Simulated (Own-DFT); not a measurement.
AlN (wurtzite, atoms displaced) (calculated)

A calculation, not a measurement: plane-wave PBE density functional theory by an unreviewed code, no spin, of a simulated periodic cell, stress positive in tension, free energy of the whole cell less one offset for each atom, forces on such cells passed a denser k mesh, this cell's mesh not checked; offsets are fitted by least squares, one for each functional and potential file, so energies compare only between cells with the same atoms and settings and are not formation energies; the far tail of each file's local potential was reset to the Coulomb form; each entry is a single point on an unrelaxed cell, so the pressure reflects the starting lattice, mostly measured values (interpolated for alloys), from which strain is counted, and rises with the displacements; printed positions are rounded, which can move forces by about a meV/angstrom; the program, named Own-DFT, is a retired in-house code; no spin-orbit coupling. Program: Own-DFT development build.

Common to all runs: functional PBE; potential files PseudoDojo norm-conserving, scalar-relativistic, standard set; wave cutoff 42 hartree; occupations Fermi-Dirac; smearing width 0.1 eV; hardware one NVIDIA H100; k mesh 2 x 2 x 2 centred on Gamma.

(1) 
```xyz
128
Lattice="12.4480 0.0000 0.0000 -6.2240 10.7803 0.0000 0.0000 0.0000 9.9640" Properties=species:S:1:pos:R:3:force_x:R:1:force_y:R:1:force_z:R:1 formula=AlN free_energy_of_cell_above_offsets=-26.749 pressure=11.28 stress_xx=-11.29 stress_yy=-11.73 stress_zz=-10.83 stress_yz=0.9 stress_xz=-0.39 stress_xy=1.19 wall_time=398.6
Al    -0.0329     1.7476     0.0605     -0.713      1.286     -0.954
Al     1.4336     0.9873     2.5376      2.292     -0.855     -3.545
N     -0.0593     1.7206     1.8509      1.363      2.211     -0.559
N      1.4560     0.7891     4.1925      1.935     -0.247       7.98
Al     0.1477     1.7494     5.0843      0.517      2.243     -2.293
Al     1.5097     1.0877     7.3664      1.404     -2.386       2.01
N     -0.0056     1.8100     6.8801      0.357      1.043     -0.022
N      1.3475     0.9319     9.3020      4.993     -0.695     -1.114
Al    -1.5302     4.6678     0.1644       0.63      -2.66     -2.026
Al    -0.0090     3.5677     2.6001      3.662     -1.259     -6.858
N     -1.3693     4.3806     1.9366     -4.756      1.968     -0.625
N     -0.0161     3.5848     4.2018      1.481      0.275      9.048
Al    -1.5654     4.3279     4.9312      1.862      2.158      0.282
Al     0.0032     3.5433     7.6219     -0.008      1.356     -3.828
N     -1.5276     4.4485     6.7976      0.697      1.388       1.96
N      0.1186     3.4762     9.3529     -2.506      1.221      1.762
Al    -3.0090     7.1767     9.8908     -3.014       1.47      1.971
Al    -1.5810     6.1623     2.4842      3.641     -0.061      0.652
N     -3.0184     7.0127     2.1622     -2.612      3.388     -4.351
N     -1.4991     6.3466     4.3021      0.087     -1.473       1.48
Al    -3.0766     7.0969     4.9721     -0.096      0.912      -1.01
Al    -1.5335     6.3090     7.4905     -0.761     -0.226     -0.937
N     -3.1789     7.2680     6.8887      1.432     -0.285       -0.1
N     -1.5316     6.3869     9.5010      1.717     -1.549     -2.708
Al    -4.5261    10.0000     9.9302     -2.399     -1.055      1.489
Al    -3.0356     9.0079     2.4416     -0.977     -1.431      0.344
N     -4.5458     9.9354     2.0559     -1.559     -0.351     -2.941
N     -3.1637     8.9157     4.2602      1.383      1.345      3.352
Al    -4.6364     9.8533     5.1265      0.248      0.697     -4.151
Al    -3.1879     9.1232     7.2485      7.184      -4.94      3.369
N     -4.5306     9.9093     6.9328      -8.01      4.286     -1.278
N     -3.0578     9.0115     9.4189     -5.185     -3.192     -2.439
Al     3.2463     1.7109     9.8397     -4.157      1.686      3.386
Al     4.8614     0.8287     2.6162     -2.831      1.366     -4.778
N      3.0825     1.7854     2.1194      1.768     -1.323     -2.898
N      4.6357     0.9666     4.3402      3.106     -0.541      1.567
Al     3.2497     1.8189     4.9628     -4.152      0.042     -3.307
Al     4.6019     0.9804     7.3568     -1.461     -0.926      1.588
N      3.0215     1.9042     6.6672      1.342      -0.22      5.315
N      4.6939     0.8512     9.4824      1.218     -0.931     -2.544
Al     1.5007     4.5166     9.8274      0.876     -0.228      2.826
Al     3.2173     3.5687     2.3448     -2.341      0.814      1.568
N      1.5975     4.5220     1.7985      0.005      0.256       0.74
N      3.1009     3.4952     4.4300      1.008       3.59     -0.981
Al     1.5475     4.6548     4.9120      0.111     -5.479      0.973
Al     3.1773     3.6822     7.6522      -1.57      0.217     -3.574
N      1.6083     4.6091     6.8842     -0.369     -3.317     -0.023
N      3.1453     3.5520     9.4698     -3.422      -1.55     -1.801
Al     0.0151     7.3318     9.9316      1.014     -4.116     -1.308
Al     1.6093     6.5048     2.4602     -3.517     -4.998      1.014
N      0.0607     7.1430     1.6804     -1.036      0.798      4.888
N      1.4943     6.2604     4.3956      1.418      4.648     -1.699
Al     0.0173     7.2845     4.9109     -0.809     -2.757      -0.28
Al     1.3692     6.2732     7.3978      2.885      1.904      0.534
N     -0.0451     7.1558     6.7088     -0.831      1.806      2.425
N      1.4670     6.2549     9.2670      1.078      1.396      0.508
Al    -1.7275     9.8131     9.8476      7.779      2.839      1.932
Al    -0.1391     8.8894     2.3834      2.908      -0.27      0.637
N     -1.4981     9.8549     1.8321     -1.291      1.158       0.45
N      0.0132     9.0354     4.5951     -2.597      0.256     -2.715
Al    -1.5452    10.0259     4.8120     -1.392     -3.266      2.176
Al     0.0180     9.0660     7.3036     -0.917     -1.758      2.317
N     -1.5665     9.9910     6.9481     -0.138     -0.394     -1.883
N     -0.0018     8.9020     9.3432     -0.038      5.332     -2.075
Al     6.2688     1.7725     9.8418     -0.999      1.666      1.047
Al     7.6754     0.9536     2.4289      3.276     -0.628      1.799
N      6.3099     1.9430     1.8566     -1.399     -4.184         -1
N      7.7852     0.8211     4.6323     -1.631      2.117     -1.187
Al     6.2108     1.9222     4.9058       0.89     -10.02      4.132
Al     7.7073     0.9415     7.4338      1.577      0.636      -0.47
N      6.1249     1.7463     6.9197      1.483      2.042     -1.365
N      7.8573     1.0411     9.2336      -0.44     -1.087       2.02
Al     4.5189     4.4539     9.8658      1.831      4.078      3.877
Al     6.2635     3.5135     2.4784      -1.02      5.104     -1.015
N      4.6952     4.5180     1.8412      0.764     -0.703      0.714
N      6.1836     3.4021     4.3793       0.61      8.736     -2.844
Al     4.7472     4.3712     5.0384      -2.76       2.01     -0.444
Al     6.1305     3.5234     7.5611      1.791      1.464     -0.807
N      4.7293     4.5497     6.9649     -0.622     -2.061     -1.572
N      5.8677     3.6115     9.3305      6.346     -3.244     -0.162
Al     3.1602     7.1749     9.9324     -0.974     -1.978      0.431
Al     4.5916     6.2853     2.4202      1.851     -0.965      1.078
N      3.0915     7.1848     2.0746       2.63      3.667      -2.57
N      4.7845     6.3468     4.4775     -2.513     -2.644      -1.52
Al     3.2132     7.1565     5.0631     -1.816      0.842     -1.784
Al     4.7994     6.2531     7.4343     -2.292      2.515      0.905
N      3.0827     7.2451     6.8225      0.437     -0.108      2.592
N      4.7655     6.2821     9.4741     -2.871     -1.037     -2.523
Al     1.5627     9.9512     0.0010     -0.049     -1.157     -0.443
Al     3.1840     9.0834     2.5943     -1.842     -0.039     -0.095
N      1.3796     9.9820     1.9454      1.546     -1.255     -0.951
N      2.8700     9.1876     4.5184      5.718      -3.07     -2.463
Al     1.4260     9.8208     5.2019      1.631      3.032     -0.624
Al     3.1057     9.1371     7.4242      1.525     -4.448       1.84
N      1.6462     9.9516     7.0478     -3.636      0.626      -1.04
N      3.2543     8.8396     9.4080     -1.424      4.126     -0.709
Al     9.3861     1.8690     0.0411      0.045       0.02     -1.001
Al    10.9126     0.9138     2.2710     -0.888      0.631      4.588
N      9.3512     1.7742     1.9229     -1.625      0.951     -0.643
N     11.1681     1.1553     4.3405     -5.452      -4.31     -0.836
Al     9.1995     1.8435     5.2635      2.432     -0.486      -6.06
Al    10.9423     0.9480     7.4286      0.669     -0.874      0.391
N      9.6609     1.9745     6.8757     -4.437      0.367      2.907
N     10.8848     0.9347     9.2386      -0.44     -0.517      2.937
Al     7.8777     4.5753     0.0390     -1.875     -1.106      -4.83
Al     9.2639     3.7091     2.5198      1.888     -2.061     -0.383
N      7.8178     4.5114     1.6772     -0.958     -0.636      7.768
N      9.3631     3.5658     4.4045     -3.483     -0.001      -0.75
Al     7.6493     4.3956     4.9544       2.64       2.63      0.567
Al     9.4125     3.6641     7.5636      -0.62      0.792     -1.356
N      7.8121     4.6292     6.8328     -0.918     -2.594      0.619
N      9.3249     3.6721     9.3955      1.595     -0.287      0.611
Al     6.1953     7.2204     9.8452       2.48      0.578      1.979
Al     7.7469     6.3187     2.4596     -0.365     -0.137     -1.174
N      6.1386     7.0706     1.7796      1.327      2.298      1.576
N      7.7773     6.3713     4.2728     -1.118     -2.064      1.903
Al     6.1853     7.3216     4.7805      2.528     -6.741      3.335
Al     7.7559     6.3722     7.4892      0.747     -0.601      0.016
N      6.2440     7.2401     6.8971      -0.04      0.538     -0.494
N      7.9123     6.2326     9.4070     -1.418       2.68     -1.403
Al     4.7122     9.9114     0.0313      0.022      -0.34     -1.745
Al     6.2964     9.0666     2.6001      0.619     -0.735     -2.739
N      4.7426     9.9474     1.8428     -0.781     -1.709       2.01
N      6.2695     8.8939     4.4342     -0.756      7.079     -0.571
Al     4.7316     9.9417     4.9350     -1.534      2.191     -0.275
Al     6.1712     8.9964     7.4407       0.04      1.194      1.283
N      4.4929    10.0292     6.8010      3.934     -0.959      0.037
N      6.2920     9.0646     9.4734      0.188     -0.437     -2.053
```

Units: free_energy_of_cell_above_offsets in eV; pressure, stress_xx, stress_yy, stress_zz, stress_yz, stress_xz, stress_xy in GPa; wall_time in s; force_x, force_y, force_z in eV/Å.

(2) 
```xyz
128
Lattice="12.4480 0.0000 0.0000 -6.2240 10.7803 0.0000 0.0000 0.0000 9.9640" Properties=species:S:1:pos:R:3:force_x:R:1:force_y:R:1:force_z:R:1 formula=AlN free_energy_of_cell_above_offsets=-22.319 pressure=12.26 stress_xx=-13.66 stress_yy=-12.72 stress_zz=-10.41 stress_yz=-0.96 stress_xz=-0.03 stress_xy=0.84 wall_time=374.8
Al     0.0195     1.7453     0.1448     -0.274      1.825      -6.67
Al     1.6190     1.0727     2.4395     -6.183     -6.828      0.797
N      0.0139     1.6008     1.7913     -0.354      1.775       6.65
N      1.5994     1.0159     4.4346     -0.867     -8.175     -5.493
Al     0.3117     1.8274     4.8779     -10.57      3.331      4.216
Al     1.6284     0.9423     7.4163      1.165     -1.296      3.007
N      0.1767     1.7059     6.9414     -2.839      3.065     -2.597
N      1.5162     0.8127     9.4443      1.643      2.123     -1.041
Al    -1.4875     4.4701     9.9372      0.255      0.309     -0.211
Al     0.0740     3.5058     2.5773     -1.275      0.928     -4.518
N     -1.3260     4.5810     1.7894     -1.725     -1.148       2.74
N      0.0094     3.6792     4.3262     -0.325     -1.327      1.778
Al    -1.5977     4.5615     4.8311      -0.59     -1.565      2.187
Al     0.1785     3.5996     7.4036     -5.324     -2.789        2.3
N     -1.5737     4.5080     6.9699      0.406     -0.989     -1.947
N      0.1540     3.6618     9.3025     -1.474     -1.648      0.434
Al    -3.2506     7.3523     0.0520      2.127     -2.785     -0.002
Al    -1.4420     6.2540     2.6722     -1.311     -0.023     -4.529
N     -3.1495     7.1240     1.9373      0.955      -1.81     -0.272
N     -1.5267     6.3886     4.4197     -0.972     -1.108      1.332
Al    -3.0738     7.1835     5.0897     -1.306     -0.475     -2.795
Al    -1.6387     6.2552     7.5547      1.021      0.769     -1.762
N     -3.1996     7.1938     6.7939      0.371      0.057      4.326
N     -1.5914     6.2497     9.3298     -0.285      1.499      1.963
Al    -4.8252     9.8545     9.7969      3.541      0.377       3.01
Al    -3.1285     8.7565     2.5624     -0.592      3.674     -0.941
N     -4.7202     9.8484     1.8952      3.443      1.935      -0.57
N     -3.1468     8.8536     4.4209      1.415      2.188     -0.555
Al    -4.4658     9.9479     4.9639     -4.009     -1.564      0.541
Al    -3.0189     8.9642     7.4742      -1.09      0.523      0.042
N     -4.7570     9.9303     6.9858      4.428      0.148     -1.576
N     -3.0132     9.0690     9.4485     -2.429     -0.404     -2.396
Al     3.1607     1.6762     9.9532     -0.084        0.5     -0.658
Al     4.5003     0.9607     2.5046      4.679     -2.405      0.725
N      3.0199     1.7890     2.1722      4.641      2.725     -5.267
N      4.6007     0.9445     4.3650     -0.847      0.215      0.901
Al     2.8881     1.6844     5.0176      11.64       6.72      2.688
Al     4.7396     0.8995     7.5196     -2.246     -1.521     -1.699
N      3.2149     1.8745     6.9557     -1.334     -5.517      -2.29
N      4.8720     0.9217     9.2644     -2.388     -0.879      4.052
Al     1.5858     4.5829     9.9580      0.529     -2.726     -1.633
Al     3.2280     3.4902     2.5306     -0.333      3.964      0.348
N      1.4745     4.5489     1.7266      2.302     -1.756      4.221
N      3.2460     3.6200     4.3627     -4.328     -1.838      0.053
Al     1.4143     4.6010     4.9205      3.871      0.031        0.7
Al     3.1295     3.4232     7.5569      0.652      5.931     -1.144
N      1.5037     4.4983     6.9386      3.967     -2.105      -3.06
N      3.2957     3.5472     9.3304      -2.12     -0.577      2.473
Al    -0.0472     7.1833     0.0276     -1.072     -0.436     -0.294
Al     1.3972     6.3414     2.2721      8.888     -3.249      3.743
N      0.0354     7.0978     1.9726     -6.045      6.208     -2.127
N      1.6375     6.3254     4.4177     -3.093      0.502     -1.502
Al    -0.0635     7.2900     5.0178       2.55      0.521     -0.205
Al     1.6007     6.1223     7.3447     -0.828      5.448      1.333
N      0.0683     7.1553     6.8780     -1.927      0.107      0.537
N      1.5428     6.2972     9.5318     -0.373      0.997     -2.492
Al    -1.4741     9.8790     0.0177     -0.383      1.193      0.087
Al     0.1327     9.1652     2.5102     -2.263     -2.033       0.13
N     -1.6626     9.7853     1.8311      1.417      1.415      2.094
N     -0.0763     9.1763     4.4116      2.517     -1.913     -0.863
Al    -1.6459     9.9822     4.8721       0.83     -0.938     -0.565
Al    -0.1065     8.9919     7.3987       0.76      -1.21      0.327
N     -1.5766     9.8851     6.6639     -0.835      0.399      3.519
N     -0.0561     8.9521     9.3508      1.962      0.177     -0.165
Al     6.3379     1.8852     0.0202     -1.789     -4.305      3.257
Al     7.6747     0.8154     2.6644      3.207      2.315     -2.553
N      6.3413     1.7765     2.0867     -4.183      1.465     -2.686
N      7.6937     0.9958     4.3925      1.488     -2.649      3.111
Al     6.2403     1.7340     5.1128     -2.478      1.745     -1.219
Al     7.8069     0.9416     7.5331     -1.293     -1.756      0.193
N      6.1710     1.6758     6.9837      3.745      2.987     -1.621
N      7.6996     0.9640     9.4256      3.151     -2.273     -1.225
Al     4.7436     4.4160     0.0202      0.819      -0.56      0.826
Al     6.2401     3.7018     2.4790      8.066     -7.892      5.697
N      5.0342     4.4645     1.9241     -11.69      3.348     -4.499
N      6.1824     3.6170     4.4923      0.998     -0.235     -0.618
Al     4.6086     4.4972     5.0974       1.46     -3.973     -4.634
Al     6.4253     3.6024     7.4688     -5.452     -2.208      0.753
N      4.5657     4.4763     6.7003      0.501     -0.613      10.56
N      6.2480     3.4592     9.4783      0.842      5.255     -2.687
Al     3.0207     7.1733     9.8836      3.429      0.099      2.577
Al     4.6843     6.0628     2.6243     -0.514      4.166     -0.483
N      3.2864     7.3778     2.0655     -1.699     -6.851      -2.84
N      4.5556     6.0489     4.5176      2.182      6.427     -3.479
Al     3.1516     7.1593     4.9567      0.398      0.039     -2.285
Al     4.5859     6.2003     7.5668      0.326      0.134     -1.734
N      2.9758     7.2080     6.6941       1.56      0.147      5.408
N      4.7984     6.1404     9.5749     -2.773      2.229     -3.308
Al     1.6260     9.9071     9.8786     -1.409      0.191      0.672
Al     3.2050     9.0237     2.2538     -1.291      1.726      3.565
N      1.6812     9.9846     1.9233     -0.889     -1.732     -1.623
N      3.2393     8.9678     4.3503      0.463     -0.147     -0.634
Al     1.8140     9.7498     5.0127     -4.239      1.856      0.305
Al     3.0666     9.0217     7.5221      0.774     -0.879     -1.702
N      1.4342     9.8207     6.8758      2.651      1.651       0.63
N      3.2094     8.9408     9.3691     -1.351      0.897      0.772
Al     9.3620     1.7940     9.8390     -0.658      0.533      2.556
Al    10.8874     0.6175     2.5312     -0.706      11.17      3.624
N      9.3319     1.8383     1.9968      0.195     -1.938     -1.292
N     10.9667     1.0614     4.4954     -0.401     -2.016     -0.303
Al     9.1545     1.7926     5.0434      3.691      1.587     -0.565
Al    10.8595     0.9282     7.3806      5.559     -1.869      1.096
N      9.4121     1.7377     7.2160     -4.806      3.751     -3.674
N     10.9108     1.0422     9.2898      0.795     -2.186      1.475
Al     7.7995     4.3965     0.0564     -1.838       2.46      0.394
Al     9.2038     3.5955     2.5476      2.443     -1.258     -5.152
N      7.7816     4.5329     1.9380          0     -1.376     -0.949
N      9.3162     3.6089     4.1974     -0.304      1.444      7.392
Al     7.6495     4.7179     4.8968       0.59     -3.106      1.529
Al     9.3346     3.6994     7.6550     -0.019     -0.284     -2.489
N      7.6928     4.5839     6.9393      3.847      1.021      -1.46
N      9.2415     3.6447     9.4422       2.91     -1.197       0.24
Al     6.2036     7.2349     9.9609      0.491     -1.284      0.507
Al     7.7692     6.1948     2.4291     -0.768      3.909      0.836
N      6.1914     7.2272     1.8182      0.732     -1.756      2.177
N      7.6469     6.4712     4.4655      7.761     -4.318     -3.664
Al     6.2828     7.1717     4.8904     -7.591      3.387      2.445
Al     7.6028     6.4138     7.5057      1.998     -1.647     -0.294
N      6.1103     7.1007     6.7696     -0.385      1.952       2.27
N      7.8192     6.2509     9.3666     -1.317      1.333      0.376
Al     4.6679     9.9186     0.1363     -0.901      1.908     -3.058
Al     6.3423     8.9641     2.3700      -2.57     -0.936      2.646
N      4.6705     9.9424     1.9120      1.594     -6.573     -2.206
N      6.3226     8.9813     4.4308     -0.222      1.032     -0.955
Al     4.7237     9.8215     5.0002      1.437      1.436      0.944
Al     6.3197     9.0258     7.5207     -4.103      -1.82     -0.429
N      4.7347     9.8907     6.9996     -1.424      -0.59     -1.316
N      6.0888     9.0346     9.5147      1.279     -1.915     -2.605
```

Units: free_energy_of_cell_above_offsets in eV; pressure, stress_xx, stress_yy, stress_zz, stress_yz, stress_xz, stress_xy in GPa; wall_time in s; force_x, force_y, force_z in eV/Å.
